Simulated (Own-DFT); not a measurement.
# Computed records: Al₃GaN₄ (wurtzite random alloy, atoms displaced)

All values are calculated (Own-DFT development build). A calculation, not a measurement: plane-wave PBE density functional theory by an unreviewed code, no spin, of a simulated periodic cell, stress positive in tension, free energy of the whole cell less one offset for each atom, forces on such cells passed a denser k mesh, this cell's mesh not checked; offsets are fitted by least squares, one for each functional and potential file, so energies compare only between cells with the same atoms and settings and are not formation energies; the far tail of each file's local potential was reset to the Coulomb form; each entry is a single point on an unrelaxed cell, so the pressure reflects the starting lattice, mostly measured values, from which strain is counted, and rises with the displacements; printed positions are rounded, which can move forces by about a meV/angstrom; the program is a retired in-house code; no spin-orbit coupling.

Settings shared by all entries: functional PBE; potential files PseudoDojo norm-conserving, scalar-relativistic, standard set; wave cutoff 42 hartree; occupations Fermi-Dirac; smearing width 0.1 eV; k mesh 4 x 4 x 3 centred on Gamma.

```yaml
- entry: 1
  formula: Al3GaN4
  kind: "wurtzite random alloy, atoms displaced"
  structure:
    cell_angstrom: [[9.3938, 0.0, 0.0], [-4.6969, 8.1352, 0.0], [0.0, 0.0, 10.0655]]
    atoms_fractional:
      - [Al, 0.11824, 0.22522, 0.00308]
      - [Ga, 0.22507, 0.11515, 0.24936]
      - ["N", 0.11523, 0.22456, 0.19108]
      - ["N", 0.21976, 0.10581, 0.43663]
      - [Al, 0.1079, 0.21893, 0.49637]
      - [Al, 0.21939, 0.10968, 0.75007]
      - ["N", 0.11585, 0.22231, 0.6973]
      - ["N", 0.2208, 0.1103, 0.94026]
      - [Ga, 0.11462, 0.55658, 0.99698]
      - [Al, 0.21454, 0.43982, 0.24473]
      - ["N", 0.11646, 0.55366, 0.18924]
      - ["N", 0.22293, 0.44406, 0.44198]
      - [Al, 0.11105, 0.55189, 0.49629]
      - [Al, 0.22441, 0.44693, 0.74733]
      - ["N", 0.10671, 0.5525, 0.68858]
      - ["N", 0.22338, 0.44121, 0.93881]
      - [Ga, 0.11571, 0.89404, 0.99697]
      - [Al, 0.22044, 0.78039, 0.25156]
      - ["N", 0.10752, 0.88782, 0.19303]
      - ["N", 0.21807, 0.77709, 0.43945]
      - [Al, 0.11564, 0.89018, 0.49721]
      - [Al, 0.22015, 0.77932, 0.7437]
      - ["N", 0.11383, 0.88448, 0.69478]
      - ["N", 0.21827, 0.77553, 0.94061]
      - [Al, 0.44362, 0.2264, 0.00125]
      - [Ga, 0.55421, 0.1111, 0.25071]
      - ["N", 0.44189, 0.22368, 0.18534]
      - ["N", 0.55885, 0.11585, 0.44149]
      - [Al, 0.44036, 0.22159, 0.4937]
      - [Ga, 0.55381, 0.11545, 0.74475]
      - ["N", 0.44997, 0.23111, 0.69396]
      - ["N", 0.56192, 0.11583, 0.9417]
      - [Al, 0.44297, 0.54953, 0.00755]
      - [Ga, 0.5567, 0.4468, 0.25159]
      - ["N", 0.44245, 0.55815, 0.19233]
      - ["N", 0.55797, 0.45161, 0.44389]
      - [Al, 0.443, 0.54484, 0.49857]
      - [Al, 0.56271, 0.44652, 0.74997]
      - ["N", 0.44165, 0.55656, 0.69009]
      - ["N", 0.56349, 0.44578, 0.94298]
      - [Al, 0.44137, 0.88858, 0.00354]
      - [Ga, 0.55389, 0.77778, 0.25109]
      - ["N", 0.44142, 0.88733, 0.18426]
      - ["N", 0.55606, 0.77655, 0.44355]
      - [Al, 0.44293, 0.88842, 0.49837]
      - [Ga, 0.56341, 0.77918, 0.74799]
      - ["N", 0.44089, 0.88669, 0.69111]
      - ["N", 0.55877, 0.78078, 0.93667]
      - [Al, 0.78351, 0.22558, 0.99737]
      - [Al, 0.8897, 0.11069, 0.24734]
      - ["N", 0.77923, 0.22145, 0.19329]
      - ["N", 0.88724, 0.11161, 0.44131]
      - [Al, 0.77157, 0.2114, 0.50143]
      - [Al, 0.88393, 0.10596, 0.74764]
      - ["N", 0.7817, 0.22201, 0.68995]
      - ["N", 0.89298, 0.11503, 0.94038]
      - [Al, 0.77205, 0.55571, 0.99425]
      - [Al, 0.8825, 0.43976, 0.24541]
      - ["N", 0.77636, 0.55314, 0.18699]
      - ["N", 0.89258, 0.44328, 0.43607]
      - [Al, 0.78051, 0.55116, 0.50043]
      - [Al, 0.89111, 0.44527, 0.7543]
      - ["N", 0.76737, 0.55162, 0.68701]
      - ["N", 0.8864, 0.44245, 0.939]
      - [Al, 0.7793, 0.88837, 0.00283]
      - [Al, 0.89272, 0.77863, 0.25363]
      - ["N", 0.76731, 0.88449, 0.19562]
      - ["N", 0.88789, 0.7768, 0.43821]
      - [Ga, 0.77442, 0.88199, 0.50199]
      - [Al, 0.89333, 0.78273, 0.75074]
      - ["N", 0.7747, 0.88518, 0.69271]
      - ["N", 0.88894, 0.77632, 0.94091]
  results:
    "free_energy_of_cell_above_offsets [eV]": "-20.047"
    "pressure [GPa]": 5.36
    "stress_xx [GPa]": -6.71
    "stress_yy [GPa]": -4.71
    "stress_zz [GPa]": -4.66
    "stress_yz [GPa]": 0.15
    "stress_xz [GPa]": 0.32
    "stress_xy [GPa]": -0.22
    force_element: [Al, Ga, "N", "N", Al, Al, "N", "N", Ga, Al, "N", "N", Al, Al, "N", "N", Ga, Al, "N", "N", Al, Al, "N", "N", Al, Ga, "N", "N", Al, Ga, "N", "N", Al, Ga, "N", "N", Al, Al, "N", "N", Al, Ga, "N", "N", Al, Ga, "N", "N", Al, Al, "N", "N", Al, Al, "N", "N", Al, Al, "N", "N", Al, Al, "N", "N", Al, Al, "N", "N", Ga, Al, "N", "N"]
    "force_x [eV/angstrom]": [-1.041, -0.045, -1.362, -0.073, 0.057, 0.921, -1.016, 0.45, -0.362, 1.072, -1.703, 0.161, -0.301, -0.127, 0.304, 0.966, -0.342, 0.392, 0.415, 0.917, -1.003, 1.466, -1.513, 1.235, 1.153, 0.223, 0.535, -1.006, 0.494, 0.879, -1.824, -0.916, 0.029, -0.101, -0.593, 1.216, -1.53, -2.197, 0.979, -2.185, 0.688, -0.951, -1.054, -1.575, 0.236, -2.284, -0.335, -0.19, -0.481, -0.291, 0.539, 0.576, 0.627, 0.759, 0.132, 0.453, 2.002, 0.888, 0.708, -0.697, -0.044, -0.516, 2.465, -0.509, -0.591, -1.147, 2.987, 1.495, 0.155, -0.281, 2.408, -0.797]
    "force_y [eV/angstrom]": [-0.5, -0.912, -0.299, 0.82, 0.386, 0.406, -0.427, 1.683, -0.423, 0.932, 0.519, -0.68, 0.102, -0.237, 0.473, 0.028, -1.199, -0.736, -0.253, -0.003, -0.722, -1.192, 1.291, 1.013, -0.667, -0.078, 0.179, -0.939, 0.662, -0.744, -0.736, -0.417, 1.268, 0.188, -1.428, -1.751, 1.882, 0.033, -1.193, -0.553, 0.319, -0.183, -0.089, -0.815, -0.295, -0.911, 0.116, -0.651, -0.698, -0.341, 0.157, 0.013, 1.897, 0.854, 0.377, -0.573, 0.451, 0.776, 0.957, -0.515, 0.376, -0.281, 1.351, 0.365, 0.249, -0.592, 1.375, -0.57, 0.708, -1.119, 1.427, 0.088]
    "force_z [eV/angstrom]": [-0.982, -0.325, -0.504, 1.641, 1.005, 0.224, -1.6, -0.356, 0.316, 1.329, 0.839, -0.783, 0.442, 0.337, -0.091, -0.029, 0.866, -0.665, 0.017, 0.0, 0.612, 1.283, -1.413, -1.246, -1.088, -0.686, 0.278, 0.585, 1.317, 1.246, -1.593, 0.659, -1.625, -0.106, -0.418, -0.185, 0.95, 0.56, -0.523, -0.718, -1.991, 0.657, 1.299, 0.21, 0.544, 0.691, -1.234, 2.096, 0.433, 0.507, -1.09, -0.605, -0.023, 0.768, -0.412, 0.294, 1.166, 0.403, -0.149, 0.277, -0.277, -1.052, 0.407, 0.106, -0.207, -0.803, -1.193, 0.599, -0.304, 0.029, -0.183, -0.532]
- entry: 2
  formula: Al3GaN4
  kind: "wurtzite random alloy, atoms displaced"
  structure:
    cell_angstrom: [[9.3938, 0.0, 0.0], [-4.6969, 8.1352, 0.0], [0.0, 0.0, 10.0655]]
    atoms_fractional:
      - [Ga, 0.11935, 0.22975, 0.99914]
      - [Al, 0.22738, 0.11492, 0.24822]
      - ["N", 0.12152, 0.23107, 0.18794]
      - ["N", 0.22038, 0.11118, 0.44002]
      - [Al, 0.11291, 0.22143, 0.49498]
      - [Al, 0.22455, 0.11133, 0.75606]
      - ["N", 0.11084, 0.21577, 0.69407]
      - ["N", 0.2193, 0.10627, 0.94001]
      - [Al, 0.109, 0.55464, 0.00212]
      - [Al, 0.22098, 0.44398, 0.25292]
      - ["N", 0.11165, 0.56158, 0.18884]
      - ["N", 0.21979, 0.44053, 0.43906]
      - [Al, 0.11045, 0.55586, 0.49988]
      - [Al, 0.2293, 0.44567, 0.74523]
      - ["N", 0.10511, 0.55473, 0.69069]
      - ["N", 0.21717, 0.4352, 0.93853]
      - [Al, 0.11289, 0.8892, 0.00243]
      - [Ga, 0.21949, 0.77392, 0.24719]
      - ["N", 0.10876, 0.88745, 0.18938]
      - ["N", 0.21626, 0.77626, 0.43962]
      - [Al, 0.11099, 0.88817, 0.49173]
      - [Al, 0.21703, 0.77418, 0.75595]
      - ["N", 0.11467, 0.89593, 0.68965]
      - ["N", 0.22006, 0.77798, 0.94062]
      - [Al, 0.44221, 0.21889, 0.00131]
      - [Al, 0.5596, 0.11136, 0.24942]
      - ["N", 0.44615, 0.22233, 0.19076]
      - ["N", 0.55857, 0.11343, 0.43523]
      - [Ga, 0.4485, 0.22486, 0.49892]
      - [Al, 0.55282, 0.1095, 0.75173]
      - ["N", 0.44907, 0.22542, 0.69012]
      - ["N", 0.55557, 0.11273, 0.94049]
      - [Al, 0.44114, 0.55481, 0.00404]
      - [Al, 0.55676, 0.44462, 0.24682]
      - ["N", 0.4397, 0.55407, 0.18413]
      - ["N", 0.55292, 0.44053, 0.44364]
      - [Ga, 0.44227, 0.55155, 0.5027]
      - [Al, 0.55559, 0.44454, 0.74911]
      - ["N", 0.44677, 0.55851, 0.68888]
      - ["N", 0.55256, 0.4472, 0.93745]
      - [Al, 0.44548, 0.88914, 0.99556]
      - [Al, 0.55926, 0.78146, 0.25427]
      - ["N", 0.4476, 0.8866, 0.18858]
      - ["N", 0.55027, 0.77535, 0.44053]
      - [Al, 0.44263, 0.89115, 0.50216]
      - [Ga, 0.55692, 0.77666, 0.75128]
      - ["N", 0.44346, 0.89286, 0.68861]
      - ["N", 0.55417, 0.77399, 0.9394]
      - [Al, 0.78477, 0.2251, 0.00073]
      - [Ga, 0.88738, 0.10709, 0.25246]
      - ["N", 0.78477, 0.22436, 0.19348]
      - ["N", 0.8882, 0.11057, 0.43853]
      - [Ga, 0.77104, 0.21743, 0.50422]
      - [Al, 0.88357, 0.10774, 0.74974]
      - ["N", 0.77327, 0.21557, 0.69329]
      - ["N", 0.88399, 0.11281, 0.93749]
      - [Al, 0.77469, 0.54988, 0.00548]
      - [Ga, 0.88564, 0.44631, 0.25428]
      - ["N", 0.77923, 0.55804, 0.19147]
      - ["N", 0.8896, 0.44467, 0.44359]
      - [Al, 0.78049, 0.56115, 0.49554]
      - [Al, 0.88375, 0.43765, 0.74797]
      - ["N", 0.77751, 0.55237, 0.68981]
      - ["N", 0.88333, 0.44046, 0.93622]
      - [Al, 0.78082, 0.88394, 0.99796]
      - [Ga, 0.88575, 0.77785, 0.25127]
      - ["N", 0.77549, 0.88431, 0.19001]
      - ["N", 0.88681, 0.77123, 0.43667]
      - [Al, 0.77619, 0.89028, 0.50056]
      - [Al, 0.89079, 0.7841, 0.75344]
      - ["N", 0.78142, 0.8861, 0.69169]
      - ["N", 0.89415, 0.78336, 0.93324]
  results:
    "free_energy_of_cell_above_offsets [eV]": "-20.407"
    "pressure [GPa]": 5.29
    "stress_xx [GPa]": -3.49
    "stress_yy [GPa]": -5.46
    "stress_zz [GPa]": -6.92
    "stress_yz [GPa]": 0.13
    "stress_xz [GPa]": 0.09
    "stress_xy [GPa]": 1.04
    force_element: [Ga, Al, "N", "N", Al, Al, "N", "N", Al, Al, "N", "N", Al, Al, "N", "N", Al, Ga, "N", "N", Al, Al, "N", "N", Al, Al, "N", "N", Ga, Al, "N", "N", Al, Al, "N", "N", Ga, Al, "N", "N", Al, Al, "N", "N", Al, Ga, "N", "N", Al, Ga, "N", "N", Ga, Al, "N", "N", Al, Ga, "N", "N", Al, Al, "N", "N", Al, Ga, "N", "N", Al, Al, "N", "N"]
    "force_x [eV/angstrom]": [-0.901, -0.465, -0.115, -0.058, -0.391, 0.03, -0.494, 1.218, 0.039, -0.066, 0.8, -0.965, -0.027, -1.499, 1.183, -0.135, -0.487, 0.449, 0.033, 1.095, -0.414, -0.278, 0.146, 0.556, -0.008, -0.1, 0.471, -0.567, -0.496, -0.085, -0.423, 0.238, -0.019, -0.826, 0.672, 1.032, -0.061, 0.532, 0.103, 0.41, 0.168, -0.609, 0.24, 0.424, -0.267, -0.372, -0.443, -0.015, -0.945, 0.855, -1.418, 0.776, 0.855, 1.051, -0.096, 0.653, -0.171, 1.042, -1.163, -0.259, 0.022, -0.158, -0.337, 0.407, -0.931, 0.696, -0.848, -0.634, 0.403, 1.37, -0.532, 0.111]
    "force_y [eV/angstrom]": [-2.581, -0.458, -0.961, -0.467, -0.386, -0.05, 0.957, 0.129, -0.364, 0.685, -2.303, 0.163, -0.058, -0.814, -0.193, 3.998, -0.164, 1.492, 1.397, 0.047, 0.317, 0.558, -0.988, -0.31, 0.561, -0.251, 0.061, -1.59, -1.096, 0.314, -0.403, -0.153, -0.173, 0.015, 0.392, 1.715, 0.341, 0.292, -1.259, -0.531, -0.011, -0.983, 0.905, 1.218, -0.337, 0.65, -0.472, 0.3, -0.445, 0.606, -0.401, -0.569, 0.813, 0.305, 0.155, -1.142, 0.683, -0.265, -0.925, 0.537, -1.505, 0.619, 0.756, 0.646, 0.919, 0.288, 0.155, 1.584, -0.591, -1.16, 0.869, -1.078]
    "force_z [eV/angstrom]": [0.124, 0.216, 1.276, -1.044, 1.38, -1.286, -0.972, 0.528, -0.914, -0.682, -0.48, 0.06, 0.415, 0.587, -0.044, -1.015, -0.463, 0.538, -0.327, 0.639, 1.592, -1.414, -0.298, 0.48, -0.479, -0.646, -0.176, -0.148, 0.529, 0.133, 1.065, 0.278, -1.411, 0.514, 2.017, -1.968, -0.696, 0.018, 0.869, 0.903, 0.597, -0.847, -0.299, 0.065, -0.547, -0.296, 0.333, 1.178, 0.134, -0.946, -1.237, 1.436, -0.243, 0.231, 0.455, 0.364, -1.74, -0.034, -0.781, 0.475, 1.52, 0.025, -0.27, 0.927, -0.055, -0.415, -0.961, 1.445, 0.136, -1.441, -1.047, 2.139]
- entry: 3
  formula: Al3GaN4
  kind: "wurtzite random alloy, atoms displaced"
  structure:
    cell_angstrom: [[9.3938, 0.0, 0.0], [-4.6969, 8.1352, 0.0], [0.0, 0.0, 10.0655]]
    atoms_fractional:
      - [Al, 0.11108, 0.22973, 0.00048]
      - [Al, 0.22559, 0.10859, 0.25208]
      - ["N", 0.10648, 0.2229, 0.18771]
      - ["N", 0.22251, 0.10886, 0.447]
      - [Al, 0.11469, 0.22373, 0.50013]
      - [Ga, 0.22557, 0.11438, 0.75132]
      - ["N", 0.10711, 0.2181, 0.69651]
      - ["N", 0.22306, 0.10923, 0.93823]
      - [Al, 0.10292, 0.54612, 0.00059]
      - [Ga, 0.21949, 0.44488, 0.25082]
      - ["N", 0.11175, 0.55892, 0.18534]
      - ["N", 0.22047, 0.44199, 0.43826]
      - [Ga, 0.11048, 0.55484, 0.49757]
      - [Al, 0.22405, 0.44504, 0.75043]
      - ["N", 0.10709, 0.55902, 0.6829]
      - ["N", 0.21742, 0.44373, 0.94133]
      - [Al, 0.11271, 0.88832, 0.99782]
      - [Al, 0.22766, 0.77592, 0.25156]
      - ["N", 0.10565, 0.88882, 0.19338]
      - ["N", 0.22675, 0.77692, 0.44134]
      - [Al, 0.11372, 0.88732, 0.50095]
      - [Ga, 0.22198, 0.77997, 0.75051]
      - ["N", 0.11503, 0.88964, 0.68745]
      - ["N", 0.21864, 0.77406, 0.93123]
      - [Al, 0.4506, 0.22093, 0.00459]
      - [Al, 0.55652, 0.11311, 0.24643]
      - ["N", 0.44473, 0.2227, 0.18968]
      - ["N", 0.55534, 0.108, 0.44063]
      - [Ga, 0.44307, 0.22347, 0.49664]
      - [Al, 0.56346, 0.1149, 0.74581]
      - ["N", 0.44115, 0.22218, 0.69147]
      - ["N", 0.55454, 0.11461, 0.94051]
      - [Al, 0.44552, 0.55669, 0.9972]
      - [Ga, 0.54926, 0.44183, 0.25245]
      - ["N", 0.44245, 0.55518, 0.18578]
      - ["N", 0.55804, 0.44884, 0.4396]
      - [Al, 0.4457, 0.55675, 0.49831]
      - [Al, 0.55917, 0.44386, 0.75083]
      - ["N", 0.45163, 0.55838, 0.69439]
      - ["N", 0.54992, 0.44089, 0.93503]
      - [Ga, 0.44623, 0.88751, 0.00099]
      - [Al, 0.55995, 0.77844, 0.24497]
      - ["N", 0.44092, 0.89025, 0.19702]
      - ["N", 0.5546, 0.77703, 0.44484]
      - [Ga, 0.44787, 0.89307, 0.5027]
      - [Al, 0.55559, 0.77251, 0.74977]
      - ["N", 0.44641, 0.88127, 0.69457]
      - ["N", 0.55533, 0.77792, 0.93573]
      - [Al, 0.78216, 0.22265, 0.00129]
      - [Al, 0.88809, 0.11435, 0.25087]
      - ["N", 0.77687, 0.2216, 0.19215]
      - ["N", 0.88433, 0.11429, 0.4401]
      - [Al, 0.78306, 0.22728, 0.49887]
      - [Al, 0.88694, 0.10527, 0.75227]
      - ["N", 0.78417, 0.22588, 0.68848]
      - ["N", 0.89165, 0.11424, 0.94073]
      - [Al, 0.77293, 0.55248, 0.0043]
      - [Al, 0.8851, 0.44602, 0.24952]
      - ["N", 0.77905, 0.55453, 0.18787]
      - ["N", 0.89254, 0.44291, 0.43432]
      - [Al, 0.7793, 0.55016, 0.49892]
      - [Al, 0.89338, 0.44465, 0.75059]
      - ["N", 0.77644, 0.55496, 0.69003]
      - ["N", 0.89124, 0.44493, 0.93519]
      - [Al, 0.77595, 0.88674, 0.00209]
      - [Al, 0.88817, 0.77559, 0.2531]
      - ["N", 0.77508, 0.88782, 0.1929]
      - ["N", 0.88705, 0.7773, 0.44324]
      - [Al, 0.77302, 0.8859, 0.50925]
      - [Ga, 0.89078, 0.78014, 0.74539]
      - ["N", 0.78342, 0.89414, 0.69089]
      - ["N", 0.88959, 0.7747, 0.94508]
  results:
    "free_energy_of_cell_above_offsets [eV]": "-20.484"
    "pressure [GPa]": 5.21
    "stress_xx [GPa]": -4.51
    "stress_yy [GPa]": -4.8
    "stress_zz [GPa]": -6.31
    "stress_yz [GPa]": 0.01
    "stress_xz [GPa]": 0.4
    "stress_xy [GPa]": -0.16
    force_element: [Al, Al, "N", "N", Al, Ga, "N", "N", Al, Ga, "N", "N", Ga, Al, "N", "N", Al, Al, "N", "N", Al, Ga, "N", "N", Al, Al, "N", "N", Ga, Al, "N", "N", Al, Ga, "N", "N", Al, Al, "N", "N", Ga, Al, "N", "N", Ga, Al, "N", "N", Al, Al, "N", "N", Al, Al, "N", "N", Al, Al, "N", "N", Al, Al, "N", "N", Al, Al, "N", "N", Al, Ga, "N", "N"]
    "force_x [eV/angstrom]": [1.099, -1.278, 0.873, -1.213, -0.948, -0.281, -0.614, -0.127, 0.345, 0.03, -1.02, 1.391, 0.35, -0.476, 1.155, 0.709, -0.164, -1.66, 1.321, -1.271, -0.267, 0.554, -0.652, -0.234, -1.751, 0.131, 0.033, 0.582, 0.854, -0.86, 2.227, 1.467, -0.386, 0.54, 0.116, 0.055, -0.297, -0.332, -0.684, 0.673, -1.066, -1.023, 1.308, 1.042, 0.089, 0.108, 0.383, 1.196, -0.731, 0.299, -0.184, 1.402, -0.497, -0.098, -0.207, -0.338, 0.342, 1.007, -0.265, -1.692, -0.23, -0.645, 0.646, -0.894, 0.604, -0.345, 0.56, 0.268, 0.377, 0.649, -1.42, -0.635]
    "force_y [eV/angstrom]": [-1.445, 0.034, -0.97, -0.258, -0.695, -0.71, 1.336, 0.504, 1.692, -0.086, -0.009, -0.182, 0.28, 0.085, -1.374, 0.665, 0.004, 0.075, -0.128, 0.594, -0.347, -0.313, 0.329, -0.447, 0.225, -0.292, -1.045, 1.92, -0.008, -0.623, 0.774, 0.267, -0.48, 0.734, 1.05, 0.342, 0.088, -0.255, -1.121, 0.272, 0.077, -0.204, 0.043, -0.523, -0.856, 0.88, 1.774, -0.469, 0.035, -0.624, 0.469, -0.662, -0.667, 1.36, -0.37, -0.848, 0.157, -0.203, 0.284, -0.184, 0.835, 0.283, -1.063, -0.562, 0.338, 0.316, 0.364, -0.219, 0.655, -0.443, -0.593, 0.135]
    "force_z [eV/angstrom]": [-0.255, -0.175, 0.385, -1.656, 0.53, 0.086, -1.381, 2.16, -0.567, -0.652, 0.535, 1.169, -0.001, -0.201, 1.719, -0.518, 0.411, 0.125, -0.299, -1.018, -0.267, -1.113, -0.743, 3.287, -1.254, 0.955, 0.206, -0.979, 1.012, 0.471, -0.228, -0.377, -0.261, -0.64, -0.256, 0.772, 0.693, -0.363, -0.892, 1.409, -0.27, 1.383, -0.528, -1.189, 0.372, -0.081, 0.123, 0.683, -0.366, 0.283, -0.605, 0.235, 0.088, 0.066, 0.074, 0.215, -1.453, -0.497, 0.553, 0.064, 0.283, -0.479, -0.602, 1.057, -0.229, -0.07, -0.486, 0.003, -1.918, 1.108, 0.334, 0.023]
```
